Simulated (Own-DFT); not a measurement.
# Strain and stress in wurtzite AlGaN with randomly placed atoms, 96 atoms (Al36Ga12N48)

All numbers below are calculated, not measured. The program, named Own-DFT, is a retired in-house plane-wave density functional code that no person has reviewed. Each row is one single-point run on a periodic cell that was not relaxed, without spin or spin-orbit coupling.

Settings of every run: PBE; PseudoDojo norm-conserving scalar-relativistic files (stringent for Ga); cutoff 96 hartree; 3 x 4 x 3 k mesh centred on Gamma; Gaussian smearing of 0.01 eV.

Known limits: k mesh not checked against a denser one; stress not checked against mesh or cutoff.

Unstrained cell vectors in Å: (12.525, 0.000, 0.000); (-4.697, 8.135, 0.000); (0.000, 0.000, 10.066). The unstrained cell has measured lattice constants (interpolated for alloys), not those of this functional. That, the random moves and any unrelaxed bonds set the pressure at no strain. Each run strains this cell uniformly, with the atoms carried along. Every atom was also moved at random, by a Gaussian of width 0.05 Å on each axis. The random placing of the alloy's atoms differs from row to row. Strain is the symmetric tensor, in per cent. Stress is positive in tension, and the pressure is minus a third of its trace.

| run | e_xx (%) | e_yy (%) | e_zz (%) | s_xx (GPa) | s_yy (GPa) | s_zz (GPa) | P (GPa) | E (meV/atom) |
|---|---|---|---|---|---|---|---|---|
| 1 | -2.25 | -2.25 | 0.00 | -23.91 | -19.17 | -8.78 | 17.29 | 62.1 |
| 2 | 1.25 | 1.25 | 0.00 | 0.64 | -1.09 | -2.74 | 1.06 | 8.6 |
| 3 | -1.50 | -1.50 | 0.00 | -14.83 | -14.69 | -10.41 | 13.31 | 46.3 |
| 4 | 2.50 | 2.50 | 0.00 | 5.43 | 8.22 | -3.70 | -3.31 | 10.7 |
| 5 | 1.50 | 1.50 | 0.00 | 0.63 | 2.32 | -1.96 | -0.33 | 0.0 |
| 6 | 2.00 | 2.00 | 0.00 | 4.02 | 2.99 | -2.50 | -1.50 | 10.9 |
| 7 | 1.75 | 1.75 | 0.00 | 2.69 | 1.94 | -3.61 | -0.34 | 28.2 |
| 8 | -1.00 | -1.00 | 0.00 | -11.16 | -10.96 | -9.66 | 10.60 | 23.6 |
| 9 | -0.25 | -0.25 | 0.00 | ? | ? | ? | ? | ? |

E is the free energy for each atom above the lowest run shown.

## Worked fit

The change of volume is close to e_xx + e_yy + e_zz. A straight line through the runs shown gives P = 6.95 - 215 x (fractional change of volume) GPa, with an error of 7 on the slope and a scatter of 0.63 GPa. The strain isn't the same on all axes and the cell isn't cubic, so the slope belongs to this path and is not the bulk modulus.

## Withheld run

Question: what pressure should run 9 give? Its volume changes by -0.50 %.

The line gives 8.0 GPa. The calculation gave 7.77 GPa.
